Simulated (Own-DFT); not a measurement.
# Shaking the atoms of beta-Si3N4, 112 atoms (N64Si48)

These are calculations, not measurements. The program, named Own-DFT, is a retired in-house plane-wave density functional code that no person has reviewed. Each row is one single-point run on a periodic cell that was not relaxed, without spin or spin-orbit coupling.

Settings of every run: PBE; PseudoDojo norm-conserving scalar-relativistic files; cutoff 42 hartree; 2 x 2 x 4 k mesh centred on Gamma; Fermi-Dirac smearing of 0.1 eV.

Known limits, some of them of some rows only: some atoms lie very close together; forces on such cells moved up to 12 meV/angstrom on a denser k mesh; stress not checked against mesh or cutoff.

Cell vectors in Å: (15.212, 0.000, 0.000); (-7.606, 13.174, 0.000); (0.000, 0.000, 5.818). In each run every atom was moved at random and independently from its ideal site; u is the rms move along one axis. E is the free energy for each atom above the fitted value at u = 0, and F the rms of the force components.

| run | u (Å) | E (meV/atom) | F (eV/Å) | largest force (eV/Å) | P (GPa) |
|---|---|---|---|---|---|
| 1 | 0.0195 | 16.7 | 0.780 | 3.18 | 5.43 |
| 2 | 0.0208 | 22.3 | 0.936 | 3.56 | 5.64 |
| 3 | 0.0484 | 105.3 | 1.965 | 8.12 | 7.80 |
| 4 | 0.0495 | ? | ? | ? | ? |
| 5 | 0.0512 | 118.0 | 2.024 | 9.30 | 8.30 |
| 6 | 0.1008 | 504.5 | 4.899 | 20.98 | 18.22 |
| 7 | 0.1031 | 514.2 | 5.524 | 26.91 | 19.44 |
| 8 | 0.1061 | 504.2 | 4.805 | 23.76 | 17.87 |
| 9 | 0.1396 | 955.7 | 6.992 | 32.44 | 30.65 |

## Worked fit

For small independent moves the energy grows as E = (3/2) K u², with K the mean stiffness felt by one atom. The runs with u up to 0.11 Å give K = 31.2 ± 0.8 eV/Å², with residuals divided by u² + 0.0006 Å², since the noise grows with the moves. The scatter is 6.5 meV/atom at u = 0.05 Å. The forces follow F = G u with G = 44.9 eV/Å²; no force at u = 0 is resolved. G exceeds K because the moves of its neighbours add to the force on an atom, and stiffness differs between atoms. The pressure follows P = 5.01 + 1261 u² GPa: at fixed volume, shortened bonds push harder than stretched ones pull.

## Withheld run

Question: what energy and rms force should run 4 give?

The fit gives 115 ± 7 meV/atom and about 2.22 eV/Å. The calculation gave 110.2 meV/atom and 1.921 eV/Å.
